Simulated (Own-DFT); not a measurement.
# One host, several defects: 2H SiC

Calculated, not measured: single-point runs of Own-DFT, a retired in-house plane-wave DFT program that no person has reviewed, on unrelaxed cells, without spin or spin-orbit coupling.

Common settings: PBE; PseudoDojo norm-conserving scalar-relativistic files; cutoff 42 hartree; 4 x 4 x 3 k mesh centred on Gamma; Fermi-Dirac smearing of 0.1 eV.

Limits (not all hold for every row): some atoms lie very close together; not probed for a lower state with spin; forces on such cells moved up to 12 meV/angstrom on a denser k mesh; forces on such cells passed a denser k mesh, each cell not checked; stress not checked against mesh or cutoff.

All runs share one cell, with vectors in Å (9.248, 0.000, 0.000); (-4.624, 8.009, 0.000); (0.000, 0.000, 10.068) and a volume of 745.7 Å³. The atoms are randomly displaced, by u rms on each axis. The defect's site can differ from row to row.

```
                                     cell     formula   u (Å)  P (GPa)
                                no defect     C36Si36  0.0297     3.91
                                no defect     C36Si36  0.0628     6.78
                                no defect     C36Si36  0.0669     6.58
one C on a Si site and one Si on a C site     C36Si36  0.0314     7.76
one C on a Si site and one Si on a C site     C36Si36  0.0505     8.96
one C on a Si site and one Si on a C site     C36Si36  0.0534     9.55
                            one C vacancy     C35Si36  0.0302     3.92
                            one C vacancy     C35Si36  0.0305     3.90
                            one C vacancy     C35Si36  0.0320     3.72
                   two N on a C site each   C34N2Si36  0.0279     2.83
                   two N on a C site each   C34N2Si36  0.0299     2.96
                   two N on a C site each   C34N2Si36  0.0473        ?
                   two N on a C site each   C34N2Si36  0.0510     4.64
                 two Al on a Si site each  Al2C36Si34  0.0297     5.83
                 two Al on a Si site each  Al2C36Si34  0.0305     5.94
                 two Al on a Si site each  Al2C36Si34  0.0473     7.43
```

## Fit

P = P0 + c u² + a shift for each defect gives P0 = 3.02 GPa, c = 883 ± 64 GPa/Å² and a scatter of 0.23 GPa. The shifts, and each times the cell's volume:

- one C on a Si site and one Si on a C site: 3.86 ± 0.20 GPa, 18.0 eV
- two Al on a Si site each: 2.19 ± 0.22 GPa, 10.2 eV (5.1 eV for each of its 2 sites)
- one C vacancy: -0.01 ± 0.23 GPa, -0.1 eV (not resolved)
- two N on a C site each: -0.80 ± 0.21 GPa, -3.7 eV (-1.9 eV for each of its 2 sites)

Positive is outwards. The product with the volume (160.2 GPa Å³ to the eV) is nearly free of the cell's size; divided by the bulk modulus at the cell's pressure it gives the volume that the defect adds. The atoms around the defects weren't relaxed, which would change these numbers.

## Check

The question: what pressure belongs in the blank (two N on a C site each, u = 0.0473 Å)?

The fit gives 4.19 ± 0.27 GPa. The calculation gave 4.09 GPa.
